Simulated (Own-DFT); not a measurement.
# Energy and forces against displacement in monoclinic HfO2, 96 atoms (Hf32O64)

All numbers below are calculated, not measured. They come from Own-DFT, an in-house plane-wave density functional program, since retired, whose code no person has reviewed. Each row is one single-point run on a periodic cell that was not relaxed, without spin or spin-orbit coupling.

Settings of every run: PBEsol; PseudoDojo norm-conserving scalar-relativistic files, made for PBE; cutoff 72 hartree; 2 x 2 x 2 k mesh centred on Gamma; Fermi-Dirac smearing of 0.1 eV.

Known limits, some of them of some rows only: some atoms lie very close together; hafnium file: forces about 75 meV/angstrom off all-electron values; oxygen file: force components 24 meV/angstrom off all-electron in a glass; forces on such cells passed a denser k mesh, each cell not checked; stress not checked against mesh or cutoff.

Cell vectors in Å: (10.234, 0.000, 0.000); (0.000, 10.350, 0.000); (-1.696, 0.000, 10.445). In each run every atom was moved at random and independently from its ideal site; u is the rms move along one axis. E is the free energy for each atom above the fitted value at u = 0, and F the rms of the force components.

| run | u (Å) | E (meV/atom) | F (eV/Å) | largest force (eV/Å) | P (GPa) |
|---|---|---|---|---|---|
| 1 | 0.0192 | 9.4 | 0.391 | 1.33 | -2.62 |
| 2 | 0.0197 | 8.0 | 0.377 | 1.44 | -2.44 |
| 3 | 0.0208 | 11.3 | 0.470 | 1.77 | -2.29 |
| 4 | 0.0497 | ? | ? | ? | ? |
| 5 | 0.0501 | 54.5 | 0.961 | 3.68 | -0.46 |
| 6 | 0.0750 | 138.6 | 1.668 | 6.48 | 1.75 |
| 7 | 0.0780 | 157.8 | 1.781 | 7.26 | 3.00 |
| 8 | 0.0831 | 154.3 | 1.821 | 8.37 | 2.53 |
| 9 | 0.1236 | 435.4 | 3.579 | 18.92 | 11.57 |

## Worked fit

For small independent moves the energy grows as E = (3/2) K u², with K the mean stiffness felt by one atom. The runs with u up to 0.11 Å give K = 15.9 ± 0.6 eV/Å², with residuals divided by u² + 0.0006 Å², since the noise grows with the moves. The scatter is 4.8 meV/atom at u = 0.05 Å. The forces follow F = G u with G = 21.2 eV/Å²; no force at u = 0 is resolved. G exceeds K because the moves of its neighbours add to the force on an atom, and stiffness differs between atoms. The pressure follows P = -2.72 + 831 u² GPa: at fixed volume, shortened bonds push harder than stretched ones pull.

## Withheld run

Question: what energy and rms force should run 4 give?

The fit gives 59 ± 5 meV/atom and about 1.05 eV/Å. The calculation gave 56.7 meV/atom and 0.976 eV/Å.
